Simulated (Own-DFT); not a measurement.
# Computed records: Hf₃₁O₆₄ (monoclinic hafnia with one vacancy, atoms displaced), Hf₃₂O₆₃ (monoclinic hafnia with one vacancy, atoms displaced)

Computed with Own-DFT development build. A calculation, not a measurement: plane-wave PBE density functional theory by an unreviewed code, no spin, of a simulated periodic cell, stress positive in tension, free energy of the whole cell less one offset for each atom, defect cell not probed for a lower state with spin; hafnium file: forces about 75 meV/angstrom off all-electron values; oxygen file: force components 24 meV/angstrom off all-electron in one glass; forces on such cells passed a denser k mesh, this cell's mesh not checked; offsets are fitted by least squares, one for each functional and potential file, so energies compare only between cells with the same atoms and settings and are not formation energies; the far tail of each file's local potential was reset to the Coulomb form; each entry is a single point on an unrelaxed cell, so the pressure reflects the starting lattice, mostly measured values, from which strain is counted, and rises with the displacements; printed positions are rounded, which can move forces by about a meV/angstrom; the program is a retired in-house code; no spin-orbit coupling; before rounding, a Quantum ESPRESSO 7.3.1 run of the same cell and cutoff gave forces within 1 meV/angstrom rms on each cell, which checks the program and not the settings.

Settings shared by all entries: functional PBE; potential files PseudoDojo norm-conserving, scalar-relativistic, standard set; wave cutoff 72 hartree; occupations Fermi-Dirac; smearing width 0.1 eV; k mesh 2 x 2 x 2 centred on Gamma.

```json
{"entry": 1, "formula": "Hf31O64", "kind": "monoclinic hafnia with one vacancy, atoms displaced", "structure": {"cell_angstrom": [[10.234, 0.0, 0.0], [0.0, 10.35, 0.0], [-1.6955, 0.0, 10.4453]], "atoms_fractional": [["Hf", 0.14267, 0.02043, 0.11103], ["Hf", 0.36359, 0.27223, 0.14948], ["Hf", 0.36012, 0.48444, 0.39301], ["Hf", 0.13514, 0.24007, 0.35158], ["O", 0.03675, 0.16047, 0.17397], ["O", 0.46534, 0.41583, 0.07664], ["O", 0.46085, 0.33193, 0.3273], ["O", 0.03365, 0.08658, 0.42132], ["O", 0.22295, 0.38046, 0.23788], ["O", 0.2695, 0.12157, 0.01774], ["O", 0.26961, 0.11966, 0.25415], ["O", 0.22601, 0.37293, 0.49682], ["Hf", 0.13834, 0.02035, 0.60277], ["Hf", 0.35974, 0.27638, 0.64695], ["Hf", 0.36391, 0.47304, 0.89368], ["Hf", 0.13795, 0.23174, 0.84749], ["O", 0.02439, 0.16996, 0.67856], ["O", 0.46487, 0.4263, 0.57785], ["O", 0.46233, 0.33566, 0.83216], ["O", 0.03414, 0.0868, 0.93472], ["O", 0.21979, 0.3706, 0.73557], ["O", 0.27973, 0.13655, 0.51156], ["O", 0.27952, 0.12915, 0.75696], ["O", 0.22627, 0.369, 0.99365], ["Hf", 0.14484, 0.51559, 0.11028], ["Hf", 0.3662, 0.77146, 0.14756], ["Hf", 0.37041, 0.99351, 0.40172], ["Hf", 0.13429, 0.73622, 0.356], ["O", 0.03627, 0.66609, 0.17802], ["O", 0.46834, 0.91364, 0.07892], ["O", 0.46318, 0.82619, 0.32428], ["O", 0.03252, 0.58287, 0.4178], ["O", 0.22859, 0.88724, 0.2489], ["O", 0.27631, 0.62872, 0.01077], ["O", 0.28298, 0.62588, 0.25345], ["O", 0.22564, 0.87801, 0.48501], ["Hf", 0.14314, 0.5201, 0.60763], ["Hf", 0.36574, 0.77051, 0.64962], ["Hf", 0.36329, 0.9738, 0.89126], ["Hf", 0.13785, 0.72719, 0.84958], ["O", 0.03208, 0.669, 0.66259], ["O", 0.46972, 0.92573, 0.56913], ["O", 0.4612, 0.83957, 0.82152], ["O", 0.0406, 0.57913, 0.91773], ["O", 0.21469, 0.88858, 0.72642], ["O", 0.27373, 0.62928, 0.51749], ["O", 0.2711, 0.62244, 0.74931], ["O", 0.22116, 0.87789, 0.98805], ["Hf", 0.86177, 0.26323, 0.14588], ["Hf", 0.86471, 0.47927, 0.39187], ["Hf", 0.62859, 0.23787, 0.34827], ["O", 0.54198, 0.17359, 0.1674], ["O", 0.96759, 0.41761, 0.07812], ["O", 0.96694, 0.34039, 0.31936], ["O", 0.54004, 0.08274, 0.4157], ["O", 0.72672, 0.38132, 0.23754], ["O", 0.78126, 0.12895, 0.01142], ["O", 0.7807, 0.1193, 0.25396], ["O", 0.7257, 0.36685, 0.49677], ["Hf", 0.63372, 0.01745, 0.60906], ["Hf", 0.86321, 0.27157, 0.64223], ["Hf", 0.86644, 0.48032, 0.89158], ["Hf", 0.63759, 0.23167, 0.85261], ["O", 0.54573, 0.16871, 0.67909], ["O", 0.95738, 0.41425, 0.58197], ["O", 0.95854, 0.3321, 0.82767], ["O", 0.54055, 0.08384, 0.93147], ["O", 0.73053, 0.38781, 0.74976], ["O", 0.7602, 0.12981, 0.5064], ["O", 0.77611, 0.12243, 0.76641], ["O", 0.72356, 0.37176, 0.99014], ["Hf", 0.63372, 0.52552, 0.09689], ["Hf", 0.85992, 0.76631, 0.15127], ["Hf", 0.85877, 0.98097, 0.40197], ["Hf", 0.63985, 0.73724, 0.3471], ["O", 0.53833, 0.66425, 0.17849], ["O", 0.96498, 0.91813, 0.08222], ["O", 0.95497, 0.83176, 0.31473], ["O", 0.53761, 0.58275, 0.42908], ["O", 0.7203, 0.88268, 0.23273], ["O", 0.77419, 0.63508, 0.00689], ["O", 0.7713, 0.62646, 0.26502], ["O", 0.7176, 0.86738, 0.48273], ["Hf", 0.63925, 0.52229, 0.6078], ["Hf", 0.86115, 0.7707, 0.63813], ["Hf", 0.86781, 0.97396, 0.90054], ["Hf", 0.64224, 0.727, 0.85866], ["O", 0.54777, 0.66149, 0.67003], ["O", 0.9552, 0.91889, 0.57636], ["O", 0.96602, 0.83541, 0.82947], ["O", 0.52961, 0.57674, 0.91812], ["O", 0.73092, 0.88206, 0.7423], ["O", 0.77833, 0.63253, 0.51086], ["O", 0.76939, 0.61814, 0.75837], ["O", 0.71895, 0.87071, 0.9894]]}, "results": {"free_energy_of_cell_above_offsets [eV]": "-75.281", "pressure [GPa]": 5.23, "stress_xx [GPa]": -5.48, "stress_yy [GPa]": -5.29, "stress_zz [GPa]": -4.94, "stress_yz [GPa]": -0.84, "stress_xz [GPa]": -0.66, "stress_xy [GPa]": 0.63, "force_element": ["Hf", "Hf", "Hf", "Hf", "O", "O", "O", "O", "O", "O", "O", "O", "Hf", "Hf", "Hf", "Hf", "O", "O", "O", "O", "O", "O", "O", "O", "Hf", "Hf", "Hf", "Hf", "O", "O", "O", "O", "O", "O", "O", "O", "Hf", "Hf", "Hf", "Hf", "O", "O", "O", "O", "O", "O", "O", "O", "Hf", "Hf", "Hf", "O", "O", "O", "O", "O", "O", "O", "O", "Hf", "Hf", "Hf", "Hf", "O", "O", "O", "O", "O", "O", "O", "O", "Hf", "Hf", "Hf", "Hf", "O", "O", "O", "O", "O", "O", "O", "O", "Hf", "Hf", "Hf", "Hf", "O", "O", "O", "O", "O", "O", "O", "O"], "force_x [eV/angstrom]": [-0.682, 0.623, 1.305, -0.003, -0.795, -0.067, -1.188, 0.166, 0.097, 1.486, 0.924, -0.165, -0.805, 1.577, -1.554, -1.559, 2.519, -1.19, 0.434, 0.37, -0.029, -0.165, -0.349, 0.057, -1.387, -0.164, -1.145, 0.309, 0.661, -1.025, -0.587, 0.834, -0.082, 0.205, -0.947, -0.249, -1.87, 0.511, 0.21, -1.121, 0.544, -2.012, 0.937, 0.401, 1.081, 0.376, 0.648, 0.489, -1.05, -1.658, 2.692, -1.437, 0.155, 0.495, -0.613, -0.367, 0.629, 0.472, -0.297, 3.08, -3.081, -0.753, 1.438, -2.07, 2.294, 1.587, -1.053, -0.894, 1.468, 0.3, 0.126, 0.972, -0.964, -1.108, -0.484, -0.745, -0.072, 1.216, -0.561, 0.44, -0.257, 1.159, 0.438, 2.046, -1.28, -2.005, 0.646, -3.698, 1.532, 1.357, 0.703, -0.738, 0.088, 1.333, 0.895], "force_y [eV/angstrom]": [-0.623, -2.355, 0.949, -2.229, 1.51, 0.358, 1.078, 0.191, -0.164, 1.334, 1.572, 0.386, 1.764, -0.584, 1.204, -1.059, -2.155, -1.429, -0.974, 0.71, 1.436, -0.357, -0.922, -0.03, 1.625, 0.932, -1.507, -0.011, -0.561, -0.202, 1.219, 0.083, -1.254, 0.091, -0.981, -0.231, 0.099, 0.017, 2.743, 0.364, -0.101, -2.209, -1.667, 0.568, -1.895, 0.305, -0.162, -1.311, -0.298, 0.403, -1.779, 0.989, 0.091, -0.261, 0.253, 0.411, 0.373, 0.819, 0.662, 1.282, -0.508, -0.336, -1.052, 0.601, 1.78, -0.402, 0.405, -1.061, -0.405, -0.06, 0.408, -1.384, 2.151, 0.957, -0.455, -0.33, -0.905, 0.862, 0.104, -1.018, -1.132, -1.108, 1.101, -1.528, -0.538, 1.448, 1.035, 3.467, 0.713, -1.426, 1.383, -0.746, -0.592, 1.083, -1.02], "force_z [eV/angstrom]": [-0.521, -1.718, 1.179, -0.182, 0.773, 0.004, 0.554, 0.46, 1.271, -1.32, 1.858, -1.009, -1.302, -0.545, 1.333, 2.405, -0.689, 0.444, -1.058, -1.449, 0.429, -0.158, 0.296, -0.739, -1.879, -0.304, -2.733, -0.976, -0.413, -1.086, 1.002, 0.641, -0.509, -0.661, 1.627, 1.214, -1.273, -1.888, 3.292, 1.122, 0.647, 1.573, -0.597, -0.245, 1.721, -1.197, 1.453, -0.885, -1.248, 0.832, -0.417, 0.341, -0.046, 0.865, 0.12, 0.298, -0.899, 1.732, -1.381, 0.012, 1.026, 1.327, 2.51, -1.16, -0.929, 0.167, -1.512, -1.245, 0.52, -0.177, -0.009, 1.145, -2.207, -2.973, 0.948, -1.559, -0.125, 3.32, -1.275, 1.327, 0.022, -0.828, 1.319, -1.319, 1.173, 1.217, -0.187, 1.011, 0.142, -0.683, -0.192, -0.715, -0.209, 0.858, -0.897]}}
{"entry": 2, "formula": "Hf32O63", "kind": "monoclinic hafnia with one vacancy, atoms displaced", "structure": {"cell_angstrom": [[10.234, 0.0, 0.0], [0.0, 10.35, 0.0], [-1.6955, 0.0, 10.4453]], "atoms_fractional": [["Hf", 0.13743, 0.02196, 0.10071], ["Hf", 0.3607, 0.2702, 0.14519], ["Hf", 0.35916, 0.48111, 0.3942], ["Hf", 0.13999, 0.22484, 0.35169], ["O", 0.03116, 0.16575, 0.16918], ["O", 0.46877, 0.41694, 0.07589], ["O", 0.46088, 0.33408, 0.32631], ["O", 0.03506, 0.0823, 0.42248], ["O", 0.23043, 0.37851, 0.23919], ["O", 0.27504, 0.13, 0.00723], ["O", 0.27453, 0.12093, 0.26163], ["O", 0.22362, 0.36967, 0.4898], ["Hf", 0.14052, 0.02434, 0.6051], ["Hf", 0.3632, 0.27056, 0.64867], ["Hf", 0.36131, 0.47916, 0.89812], ["Hf", 0.14108, 0.2322, 0.8561], ["O", 0.03508, 0.17036, 0.67235], ["O", 0.46294, 0.41243, 0.57833], ["O", 0.46175, 0.33252, 0.82776], ["O", 0.03429, 0.07992, 0.9226], ["O", 0.22332, 0.37614, 0.73881], ["O", 0.2742, 0.12618, 0.50576], ["O", 0.27675, 0.12169, 0.7596], ["O", 0.22332, 0.36865, 0.993], ["Hf", 0.13945, 0.51688, 0.10682], ["Hf", 0.36425, 0.77377, 0.14543], ["Hf", 0.35856, 0.9795, 0.40028], ["Hf", 0.13161, 0.73418, 0.35114], ["O", 0.04095, 0.66645, 0.1702], ["O", 0.46692, 0.91411, 0.08219], ["O", 0.46358, 0.83593, 0.32572], ["O", 0.03732, 0.58479, 0.42061], ["O", 0.22355, 0.88047, 0.24505], ["O", 0.27127, 0.62554, 0.00877], ["O", 0.28065, 0.62121, 0.26194], ["O", 0.22414, 0.86961, 0.4909], ["Hf", 0.13946, 0.52442, 0.60221], ["Hf", 0.36153, 0.77823, 0.64729], ["Hf", 0.36771, 0.97637, 0.89667], ["Hf", 0.14067, 0.73157, 0.85477], ["O", 0.03994, 0.6679, 0.67465], ["O", 0.46428, 0.91947, 0.58324], ["O", 0.46636, 0.83756, 0.82516], ["O", 0.03774, 0.58772, 0.91819], ["O", 0.2243, 0.87902, 0.74592], ["O", 0.27588, 0.63177, 0.50967], ["O", 0.22364, 0.87415, 0.98966], ["Hf", 0.63378, 0.02301, 0.10637], ["Hf", 0.85778, 0.27214, 0.14513], ["Hf", 0.85425, 0.47814, 0.39499], ["Hf", 0.64076, 0.22852, 0.35698], ["O", 0.53922, 0.16618, 0.17743], ["O", 0.96503, 0.41406, 0.07679], ["O", 0.96099, 0.33187, 0.32717], ["O", 0.53499, 0.08264, 0.42491], ["O", 0.72613, 0.37949, 0.2375], ["O", 0.77365, 0.13133, 0.00986], ["O", 0.77518, 0.12217, 0.25918], ["O", 0.72863, 0.36877, 0.48866], ["Hf", 0.63831, 0.02074, 0.60385], ["Hf", 0.85355, 0.26616, 0.64282], ["Hf", 0.85956, 0.48042, 0.89506], ["Hf", 0.64021, 0.22909, 0.85208], ["O", 0.53563, 0.16677, 0.67576], ["O", 0.96506, 0.40515, 0.57662], ["O", 0.96094, 0.3302, 0.82646], ["O", 0.53559, 0.0738, 0.91716], ["O", 0.72655, 0.38012, 0.73522], ["O", 0.78045, 0.13026, 0.50846], ["O", 0.77156, 0.12117, 0.76083], ["O", 0.7215, 0.36868, 0.9883], ["Hf", 0.64183, 0.52255, 0.10542], ["Hf", 0.85642, 0.76654, 0.14552], ["Hf", 0.85704, 0.9791, 0.3963], ["Hf", 0.63911, 0.73314, 0.35333], ["O", 0.53346, 0.66466, 0.17522], ["O", 0.96289, 0.91818, 0.07174], ["O", 0.96078, 0.8264, 0.32439], ["O", 0.53984, 0.58416, 0.43185], ["O", 0.72216, 0.8787, 0.24154], ["O", 0.77529, 0.6305, 0.00889], ["O", 0.77646, 0.62145, 0.25757], ["O", 0.72477, 0.87598, 0.4936], ["Hf", 0.63706, 0.52016, 0.60913], ["Hf", 0.86388, 0.76628, 0.64609], ["Hf", 0.86415, 0.98101, 0.90065], ["Hf", 0.63934, 0.72857, 0.85498], ["O", 0.53693, 0.66512, 0.67862], ["O", 0.96427, 0.9161, 0.581], ["O", 0.96149, 0.83507, 0.82647], ["O", 0.53615, 0.57896, 0.91744], ["O", 0.71929, 0.87606, 0.73808], ["O", 0.77576, 0.62991, 0.50972], ["O", 0.77834, 0.62083, 0.76204], ["O", 0.72454, 0.86971, 0.99282]]}, "results": {"free_energy_of_cell_above_offsets [eV]": "-94.518", "pressure [GPa]": 3.61, "stress_xx [GPa]": -2.99, "stress_yy [GPa]": -3.98, "stress_zz [GPa]": -3.85, "stress_yz [GPa]": -0.19, "stress_xz [GPa]": 0.43, "stress_xy [GPa]": -0.12, "force_element": ["Hf", "Hf", "Hf", "Hf", "O", "O", "O", "O", "O", "O", "O", "O", "Hf", "Hf", "Hf", "Hf", "O", "O", "O", "O", "O", "O", "O", "O", "Hf", "Hf", "Hf", "Hf", "O", "O", "O", "O", "O", "O", "O", "O", "Hf", "Hf", "Hf", "Hf", "O", "O", "O", "O", "O", "O", "O", "Hf", "Hf", "Hf", "Hf", "O", "O", "O", "O", "O", "O", "O", "O", "Hf", "Hf", "Hf", "Hf", "O", "O", "O", "O", "O", "O", "O", "O", "Hf", "Hf", "Hf", "Hf", "O", "O", "O", "O", "O", "O", "O", "O", "Hf", "Hf", "Hf", "Hf", "O", "O", "O", "O", "O", "O", "O", "O"], "force_x [eV/angstrom]": [-0.371, 0.702, 0.398, -1.248, 0.377, -0.395, 1.091, -0.281, -0.841, 0.288, 0.419, 0.126, -1.387, -0.46, -0.08, -1.161, 0.307, 0.761, 0.548, 0.65, 0.055, 0.239, 0.092, 0.222, -0.224, -1.415, 0.306, 1.254, -0.99, 0.218, 0.517, -0.943, 0.103, 0.916, -0.257, -0.123, -0.587, -0.175, -1.507, -0.513, -0.082, 0.163, 0.331, -1.175, 0.347, 0.161, 0.389, 1.153, 1.017, 2.299, -0.96, -0.862, -0.022, 0.359, 0.245, -0.796, -0.312, -0.007, -1.138, 0.002, 2.43, 1.692, -0.782, 0.027, 0.302, 0.038, 0.864, -0.758, -0.677, 0.358, 0.152, -1.094, 1.494, 1.438, -1.001, 0.387, 0.052, -0.933, -0.316, -0.028, 0.025, -0.209, -0.212, -0.611, 0.165, -0.397, 0.029, -0.59, 0.308, 0.21, 0.014, 0.122, 0.177, -0.116, -0.308], "force_y [eV/angstrom]": [-0.334, 0.325, -0.006, 0.983, -0.006, -0.352, -0.388, -0.327, -0.08, -0.067, -0.063, -0.067, -0.06, 0.107, 0.078, -0.42, -0.767, 0.614, -0.292, 0.895, 1.001, 0.3, -0.397, 0.255, 0.799, -1.056, -0.134, -1.117, 0.399, 0.571, -0.141, -0.548, 0.173, 0.558, 0.093, 0.471, -1.084, -1.786, 0.601, -0.42, -0.146, 0.334, -0.767, -1.23, 0.222, -0.028, -0.272, -0.306, -0.277, -0.34, 0.171, 0.336, 0.456, 0.057, 0.3, 0.283, -0.291, -0.377, 0.109, -0.335, 0.906, -0.6, -0.193, -0.133, 1.382, 0.308, 1.152, -0.306, -0.711, -0.172, 0.731, -0.538, 1.013, 0.039, -0.569, -0.046, -0.742, 1.174, 0.179, 0.115, -0.523, 0.078, -0.603, 0.538, 1.151, -0.695, 0.502, 0.126, 0.212, -0.251, 0.327, 0.125, -0.116, -0.042, -0.031], "force_z [eV/angstrom]": [0.331, 0.21, 0.804, 0.41, 0.253, 0.394, 0.228, -0.149, -0.075, 0.52, -0.546, -0.447, 0.304, -0.534, -0.498, -1.069, -0.028, 0.005, 0.233, -0.306, 0.391, 0.656, 0.134, -0.116, -0.62, 0.632, -0.723, 0.326, -0.227, -0.569, 0.445, 0.144, -0.727, 0.125, -0.267, 0.374, -0.046, -0.076, -0.318, 0.243, -0.467, -0.509, 0.295, 0.508, -0.92, 0.806, 0.541, -0.596, 0.019, 0.768, -0.393, -0.489, -0.126, -0.067, -0.149, 0.272, 0.069, 0.413, -0.187, 0.832, 0.815, -0.099, 0.451, -0.51, -0.381, 0.644, 0.645, 0.739, -0.317, -0.269, -0.013, -0.732, -0.497, 0.306, 0.702, -0.175, 1.39, 0.365, -0.988, -0.071, 0.183, 0.159, -0.768, -0.736, 0.65, -1.062, -0.361, -0.472, -0.586, -0.054, 0.512, 0.071, -0.035, -0.086, 0.137]}}
{"entry": 3, "formula": "Hf31O64", "kind": "monoclinic hafnia with one vacancy, atoms displaced", "structure": {"cell_angstrom": [[10.234, 0.0, 0.0], [0.0, 10.35, 0.0], [-1.6955, 0.0, 10.4453]], "atoms_fractional": [["Hf", 0.14048, 0.02673, 0.10112], ["Hf", 0.36656, 0.27416, 0.15009], ["Hf", 0.36345, 0.47835, 0.39711], ["O", 0.03043, 0.1594, 0.17759], ["O", 0.45663, 0.41477, 0.07959], ["O", 0.46549, 0.32247, 0.32057], ["O", 0.03852, 0.08048, 0.42532], ["O", 0.2297, 0.38457, 0.23482], ["O", 0.27794, 0.12539, 0.99624], ["O", 0.28038, 0.1173, 0.26407], ["O", 0.21891, 0.37382, 0.49079], ["Hf", 0.13762, 0.02208, 0.60227], ["Hf", 0.3657, 0.27284, 0.63913], ["Hf", 0.35723, 0.48364, 0.89313], ["Hf", 0.13922, 0.22542, 0.85868], ["O", 0.03553, 0.16088, 0.67218], ["O", 0.45584, 0.42091, 0.57404], ["O", 0.46341, 0.33271, 0.83117], ["O", 0.04258, 0.08596, 0.9346], ["O", 0.22522, 0.37425, 0.74423], ["O", 0.27054, 0.11756, 0.51069], ["O", 0.27539, 0.12179, 0.75874], ["O", 0.22701, 0.37398, 0.98859], ["Hf", 0.12908, 0.52275, 0.09921], ["Hf", 0.36793, 0.77349, 0.1426], ["Hf", 0.36115, 0.97224, 0.3912], ["Hf", 0.1348, 0.72244, 0.35522], ["O", 0.02548, 0.65794, 0.17123], ["O", 0.46292, 0.92089, 0.08211], ["O", 0.46468, 0.83512, 0.33305], ["O", 0.03468, 0.57911, 0.42232], ["O", 0.22754, 0.88193, 0.24066], ["O", 0.27389, 0.63266, 0.00698], ["O", 0.27432, 0.61773, 0.25742], ["O", 0.22119, 0.8712, 0.4918], ["Hf", 0.13955, 0.51795, 0.60425], ["Hf", 0.36061, 0.77318, 0.64212], ["Hf", 0.36812, 0.9868, 0.8943], ["Hf", 0.14185, 0.72715, 0.85523], ["O", 0.0388, 0.65821, 0.67247], ["O", 0.46008, 0.91063, 0.57123], ["O", 0.46208, 0.83729, 0.8254], ["O", 0.03533, 0.59253, 0.92311], ["O", 0.22127, 0.88261, 0.73821], ["O", 0.27351, 0.6354, 0.5063], ["O", 0.2771, 0.62569, 0.76058], ["O", 0.22818, 0.86916, 0.99602], ["Hf", 0.6368, 0.02576, 0.10961], ["Hf", 0.86443, 0.26779, 0.14919], ["Hf", 0.86753, 0.48341, 0.39913], ["Hf", 0.6448, 0.22929, 0.35349], ["O", 0.53353, 0.16196, 0.17176], ["O", 0.95762, 0.41505, 0.08194], ["O", 0.96442, 0.32611, 0.32821], ["O", 0.5348, 0.08555, 0.42736], ["O", 0.73305, 0.38004, 0.23432], ["O", 0.76657, 0.13099, 0.00368], ["O", 0.77804, 0.11872, 0.26233], ["O", 0.72231, 0.36253, 0.48989], ["Hf", 0.62992, 0.02133, 0.60066], ["Hf", 0.86136, 0.28041, 0.64707], ["Hf", 0.86089, 0.47304, 0.90332], ["Hf", 0.62989, 0.22862, 0.85137], ["O", 0.54073, 0.17502, 0.6687], ["O", 0.95605, 0.41792, 0.56804], ["O", 0.95376, 0.33243, 0.82807], ["O", 0.52904, 0.08433, 0.93035], ["O", 0.73013, 0.38274, 0.74163], ["O", 0.77151, 0.13288, 0.50814], ["O", 0.77826, 0.11215, 0.75994], ["O", 0.72429, 0.37702, 0.98455], ["Hf", 0.63812, 0.5176, 0.09361], ["Hf", 0.86487, 0.77705, 0.15194], ["Hf", 0.86511, 0.97792, 0.39173], ["Hf", 0.63517, 0.72713, 0.35076], ["O", 0.54025, 0.67116, 0.17029], ["O", 0.95891, 0.9152, 0.08017], ["O", 0.96229, 0.83232, 0.32356], ["O", 0.53736, 0.58585, 0.42181], ["O", 0.73077, 0.87992, 0.24111], ["O", 0.77905, 0.63339, 0.01597], ["O", 0.78042, 0.62788, 0.27247], ["O", 0.73093, 0.87163, 0.48409], ["Hf", 0.63352, 0.51806, 0.6097], ["Hf", 0.87478, 0.76592, 0.63877], ["Hf", 0.858, 0.97588, 0.89681], ["Hf", 0.63544, 0.72939, 0.85427], ["O", 0.53532, 0.65885, 0.6734], ["O", 0.96213, 0.91407, 0.57632], ["O", 0.95584, 0.83434, 0.82202], ["O", 0.53641, 0.58692, 0.92269], ["O", 0.72733, 0.88271, 0.73642], ["O", 0.78271, 0.63238, 0.50779], ["O", 0.77045, 0.61845, 0.75164], ["O", 0.72009, 0.87754, 0.99112]]}, "results": {"pressure [GPa]": null}}
```

Q: Give the missing pressure for Hf₃₁O₆₄ (monoclinic hafnia with one vacancy, atoms displaced) (entry 3).
A: 6.11 GPa

Q: Give the table of force values for Hf₃₁O₆₄ (monoclinic hafnia with one vacancy, atoms displaced) (entry 3).
A: 
Force:
```tsv
element	x (eV/Å)	y (eV/Å)	z (eV/Å)
Hf	0.424	-0.913	2.709
Hf	-2.626	-1.396	0.006
Hf	-1.518	-1.094	-1.986
O	0.013	-0.432	-0.844
O	2.431	1.962	-0.906
O	0.293	1.697	1.948
O	-0.791	-0.259	-0.364
O	0.327	0.71	-0.195
O	-0.242	1.005	1.884
O	0.577	0.046	-1.706
O	1.218	0.769	0.742
Hf	0.129	0.173	-0.167
Hf	-3.019	-1.245	-0.287
Hf	-0.162	-0.848	0.619
Hf	0.509	0.734	-1.374
O	-1.17	1.384	0.959
O	1.147	0.116	0.771
O	0.061	0.357	-0.51
O	-1.934	-0.114	-1.492
O	-0.084	1.004	-0.68
O	1.735	0.826	1
O	0.537	0.382	-0.139
O	-0.987	-0.346	-0.577
Hf	1.655	-0.758	1.415
Hf	-1.405	-0.133	0.6
Hf	-1.982	2.549	0.273
Hf	0.973	1.173	-0.827
O	0.574	0.477	0.912
O	0.619	0.152	-0.084
O	1.066	-1.381	-1.197
O	0.871	0.717	0.206
O	-0.442	-0.998	-0.313
O	0.463	-0.52	0.124
O	-0.216	0.691	0.202
O	-0.184	-0.95	-0.757
Hf	0.827	-1.57	-0.652
Hf	-0.723	-0.019	0.63
Hf	-2.244	-1.566	-0.147
Hf	-0.195	2.033	0.027
O	-0.116	0.508	0.266
O	1.029	0.542	0.759
O	0.894	-0.784	-0.216
O	-1.119	-1.318	-0.01
O	0.214	-0.799	0.237
O	0.062	-0.888	0.349
O	0.194	-0.723	-0.194
O	-0.368	0.081	-1.009
Hf	0.953	-1.464	-0.524
Hf	0.775	-0.919	0.597
Hf	-1.513	-0.899	-1.806
Hf	-0.543	-0.579	0.491
O	0.151	0.654	0.434
O	1.162	0.53	-0.562
O	-0.825	0.46	-0.022
O	-0.189	0.061	-0.832
O	-0.996	0.106	0.324
O	0.286	0.486	0.846
O	-0.265	0.399	-0.597
O	-0.416	1.603	0.085
Hf	2.42	-0.643	0.151
Hf	0.001	-2.806	-0.762
Hf	0.131	2.284	-1.623
Hf	1.54	-0.445	0.62
O	-0.517	-0.049	0.231
O	1.521	0.181	2.045
O	2.045	-0.595	0.558
O	1.585	1.377	-0.943
O	-1.446	-0.528	-0.184
O	0.408	-0.581	0.432
O	-0.628	1.404	-0.053
O	-1.244	-0.848	0.153
Hf	-0.164	0.721	1.88
Hf	-1.44	-1.363	-1.43
Hf	-0.534	0.737	1.143
Hf	1.292	0.726	1.043
O	0.053	-0.586	-0.528
O	1.615	1.133	-0.458
O	1.563	-0.286	1.265
O	-0.607	-0.979	0.415
O	-1.135	0.557	-0.4
O	-0.545	-0.453	-0.698
O	-0.086	-0.642	-1.264
O	-0.931	-0.112	0.086
Hf	1.847	0.686	-1.255
Hf	-2.769	0.678	0.871
Hf	-0.232	0.218	-0.603
Hf	1.488	1.153	-0.597
O	-1.437	1.16	0.244
O	1.153	0.582	-0.463
O	1.786	-0.666	0.701
O	-0.803	-0.746	-0.099
O	-1.002	-1.037	-0.072
O	-0.817	-1.044	0.324
O	0.243	0.011	1.459
O	-0.249	-0.67	-0.627
```

Further results for Hf₃₁O₆₄ (monoclinic hafnia with one vacancy, atoms displaced) (entry 3):

| Property | Result |
| --- | --- |
| free energy of cell above offsets | -76.735 eV |
| stress xx | -6.61 GPa |
| stress yy | -5.99 GPa |
| stress zz | -5.72 GPa |
| stress yz | 0.62 GPa |
| stress xz | -0.33 GPa |
| stress xy | -0.03 GPa |
